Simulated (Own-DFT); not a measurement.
# Energy and forces against displacement in 4H SiC, 72 atoms (C36Si36)

These are calculations, not measurements. The program, named Own-DFT, is a retired in-house plane-wave density functional code that no person has reviewed. Each row is one single-point run on a periodic cell that was not relaxed, without spin or spin-orbit coupling.

Settings of every run: PBE; PseudoDojo norm-conserving scalar-relativistic files; cutoff 42 hartree; 4 x 4 x 3 k mesh centred on Gamma; Fermi-Dirac smearing of 0.1 eV.

Known limits, some of them of some rows only: some atoms lie very close together; forces on such cells passed a denser k mesh, each cell not checked; stress not checked against mesh or cutoff.

Cell vectors in Å: (9.248, 0.000, 0.000); (-4.624, 8.009, 0.000); (0.000, 0.000, 10.068). In each run every atom was moved at random and independently from its ideal site; u is the rms move along one axis. E is the free energy for each atom above the fitted value at u = 0, and F the rms of the force components.

| run | u (Å) | E (meV/atom) | F (eV/Å) | largest force (eV/Å) | P (GPa) |
|---|---|---|---|---|---|
| 1 | 0.0287 | 33.9 | 0.854 | 2.61 | 3.70 |
| 2 | 0.0295 | 36.1 | 0.883 | 3.88 | 3.81 |
| 3 | 0.0296 | 32.7 | 0.799 | 2.95 | 3.64 |
| 4 | 0.0581 | 129.9 | 1.784 | 7.35 | 5.91 |
| 5 | 0.0600 | ? | ? | ? | ? |
| 6 | 0.0937 | 330.3 | 3.165 | 19.53 | 10.83 |
| 7 | 0.1035 | 428.1 | 3.694 | 18.55 | 12.64 |
| 8 | 0.1067 | 480.3 | 4.188 | 23.18 | 15.48 |

## Worked fit

For small independent moves the energy grows as E = (3/2) K u², with K the mean stiffness felt by one atom. The runs with u up to 0.11 Å give K = 26.5 ± 0.7 eV/Å², with residuals divided by u² + 0.0006 Å², since the noise grows with the moves. The scatter is 5.2 meV/atom at u = 0.05 Å. The forces follow F = G u with G = 32.5 eV/Å²; no force at u = 0 is resolved. G exceeds K because the moves of its neighbours add to the force on an atom, and stiffness differs between atoms. The pressure follows P = 2.73 + 1002 u² GPa: at fixed volume, shortened bonds push harder than stretched ones pull.

## Withheld run

Question: what energy and rms force should run 5 give?

The fit gives 143 ± 8 meV/atom and about 1.95 eV/Å. The calculation gave 118.8 meV/atom and 1.543 eV/Å. This run lies off the fit, by chance or by something that the fit leaves out.
